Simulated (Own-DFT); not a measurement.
# PBE against PBEsol on the same cells

Calculated results; nothing here was measured. The program, named Own-DFT, is a retired in-house plane-wave density functional code that no person has reviewed. Each row is one single-point run on a periodic cell that was not relaxed, without spin or spin-orbit coupling.

Known limits, some of them of some rows only: forces on such cells failed a check on a denser k mesh; forces on such cells moved up to 12 meV/angstrom on a denser k mesh; forces on such cells passed a denser k mesh, each cell not checked; stress not checked against mesh or cutoff.

Each cell was run twice at the same cutoff, k mesh and smearing, with PBE and with PBEsol, on PseudoDojo norm-conserving files made for PBE. Atoms were moved at random from their sites; u is the rms move along one axis. Files made for PBEsol would give a somewhat different change.

| cell | atoms | volume (Å³/atom) | u (Å) | cutoff (hartree) | P with PBE (GPa) | P with PBEsol (GPa) | change (GPa) |
|---|---|---|---|---|---|---|---|
| C40 NbSi2 with two Nb on a Si site each (Nb14Si22) | 36 | 14.64 | 0.054 | 42 | 8.77 | 4.72 | -4.05 |
| C40 NbSi2 with two Nb on a Si site each (Nb14Si22) | 36 | 14.64 | 0.031 | 42 | 7.48 | 3.43 | -4.05 |
| C40 NbSi2 with two Nb on a Si site each (Nb14Si22) | 36 | 14.64 | 0.051 | 42 | 8.40 | ? | ? |
| diamond-structure SiGeSn with randomly placed atoms (Ge40Si16Sn8) | 64 | 24.51 | 0.047 | 49 | 0.76 | -1.62 | -2.38 |
| diamond-structure SiGeSn with randomly placed atoms (Ge40Si16Sn8) | 64 | 22.29 | 0.050 | 49 | 8.31 | 5.47 | -2.83 |
| diamond-structure SiGeSn with randomly placed atoms (Ge40Si16Sn8) | 64 | 22.18 | 0.051 | 49 | 8.96 | 6.10 | -2.85 |
| wurtzite AlGaN with randomly placed atoms (Al27Ga9N36) | 72 | 11.22 | 0.049 | 42 | -3.24 | -6.18 | -2.93 |
| wurtzite AlGaN with randomly placed atoms (Al27Ga9N36) | 72 | 10.68 | 0.032 | 42 | 5.23 | 2.11 | -3.12 |
| wurtzite AlGaN with randomly placed atoms (Al27Ga9N36) | 72 | 10.37 | 0.050 | 42 | 13.60 | 10.34 | -3.26 |
| zincblende InGaAs with randomly placed atoms (As32Ga24In8) | 64 | 23.55 | 0.049 | 42 | 5.66 | 2.58 | -3.08 |
| zincblende InGaAs with randomly placed atoms (As32Ga24In8) | 64 | 23.24 | 0.051 | 42 | 7.14 | 3.98 | -3.16 |
| zincblende InGaAs with randomly placed atoms (As32Ga24In8) | 64 | 24.70 | 0.049 | 42 | 2.41 | -0.41 | -2.82 |

## Worked reading

Mean change of pressure by composition, in GPa: Nb7Si11, -4.05; Al3GaN4, -3.10; As4Ga3In, -3.02; Ge5Si2Sn, -2.69. At a fixed cell PBEsol gives the lower pressure, because it favours a smaller volume than PBE. Here the change varies more between materials than between cells of one material.

## Withheld value

Question: what PBEsol pressure should the Nb14Si22 cell with the blank give?

Adding the mean change of the cells with its composition, -4.05 GPa, to 8.40 gives 4.4 GPa. The calculation gave 4.35 GPa.
